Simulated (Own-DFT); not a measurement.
# Wall times of self-consistent runs

Wall times of single-point runs (energy, forces and, in most, stress) with one build of Own-DFT, an in-house plane-wave density functional program, since retired. Each ran alone on one NVIDIA H200 card, with norm-conserving files, no spin and no use of crystal symmetry. The k points are those left after time reversal, where it was used. Plane waves for each k point are estimated as V (2 E)^(3/2) / (6 π²) in atomic units.

```
cell,atoms,valence electrons,cutoff (hartree),volume (Å³),k mesh,k points,plane waves,time (s)
C4Si4,8,32,42,76,7x7x7,172,6600,158
C48Si48,96,384,42,994,5x5x1,13,87200,986
C36Si35,71,284,42,746,4x4x3,26,65400,912
C35Si37,72,288,42,746,4x4x3,26,65400,769
AlC35NSi35,72,288,42,746,4x4x3,26,65400,794
C32Si32,64,256,42,662,4x4x4,36,58100,779
Al2C48Si46,96,382,42,994,3x4x4,26,87200,1533
AlC47NSi47,96,384,42,994,3x4x4,26,87200,1530
C48Si48,96,384,42,997,3x4x4,26,87500,1279
C46N2Si48,96,386,42,994,3x4x4,26,87200,1423
C37Si35,72,288,42,746,4x4x3,26,65400,?
```

## Worked fit

Take the size N = k points x plane waves x valence electrons. A line through log(time) against log(N) has a slope of 0.69 ± 0.05 and a scatter of a factor 1.15. Part of the scatter may come from the number of self-consistent steps, which isn't shown. The slope lies under 1: time grows more slowly than N on these runs. Times belong to this build alone.

## Withheld run

Question: how long should the last run take? Its N is 4.90e+08.

The line gives about 904 s. It took 842 s.
